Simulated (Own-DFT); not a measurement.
# Which defects push the lattice out? C40 NbSi2

The numbers are computed, not measured, by runs of the plane-wave DFT program Own-DFT (in-house, retired, unreviewed) at fixed positions, with no spin and no spin-orbit coupling.

Common settings: PBEsol; PseudoDojo norm-conserving scalar-relativistic files, made for PBE; cutoff 42 hartree; 4 x 4 x 5 k mesh centred on Gamma; cold (Marzari-Vanderbilt) smearing of 0.2 eV.

Known weak points: forces on such cells failed a check on a denser k mesh; stress not checked against mesh or cutoff.

All runs share one cell, with vectors in Å (0.000, 8.324, 0.000); (-9.613, 0.000, 0.000); (0.000, 0.000, 6.586) and a volume of 527.0 Å³. Atoms were moved at random from their sites; u is the rms move along one axis. The defect's site can differ from row to row.

```
                    cell   formula   u (Å)  P (GPa)
               no defect  Nb12Si24  0.0182    -2.19
               no defect  Nb12Si24  0.0201    -2.15
               no defect  Nb12Si24  0.0486    -1.22
          one Si vacancy  Nb12Si23  0.0288    -2.54
          one Si vacancy  Nb12Si23  0.0300        ?
          one Si vacancy  Nb12Si23  0.0419    -2.09
          one Si vacancy  Nb12Si23  0.0460    -1.85
        two Nb vacancies  Nb10Si24  0.0292    -3.20
        two Nb vacancies  Nb10Si24  0.0307    -3.28
        two Nb vacancies  Nb10Si24  0.0530    -2.36
two Si on a Nb site each  Nb10Si26  0.0308    -1.64
two Si on a Nb site each  Nb10Si26  0.0499    -0.79
two Si on a Nb site each  Nb10Si26  0.0517    -0.61
two Nb on a Si site each  Nb14Si22  0.0327     3.63
two Nb on a Si site each  Nb14Si22  0.0527     4.23
two Nb on a Si site each  Nb14Si22  0.0536     4.72
```

## Fit

P = P0 + c u² + a shift for each defect gives P0 = -2.37 GPa, c = 498 ± 38 GPa/Å² and a scatter of 0.12 GPa. The shifts, and each times the cell's volume:

- two Nb on a Si site each: 5.45 ± 0.11 GPa, 17.9 eV (9.0 eV for each of its 2 sites)
- two Si on a Nb site each: 0.34 ± 0.10 GPa, 1.1 eV (0.6 eV for each of its 2 sites)
- one Si vacancy: -0.57 ± 0.10 GPa, -1.9 eV
- two Nb vacancies: -1.34 ± 0.10 GPa, -4.4 eV (-2.2 eV for each of its 2 sites)

Positive is outwards. The product with the volume (160.2 GPa Å³ to the eV) is nearly free of the cell's size; divided by the bulk modulus at the cell's pressure it gives the volume that the defect adds. The atoms around the defects weren't relaxed, which would change these numbers.

## The run left out

The question: what pressure belongs in the blank (one Si vacancy, u = 0.0300 Å)?

The fitted form gives -2.49 ± 0.14 GPa. Computed: -2.41 GPa.
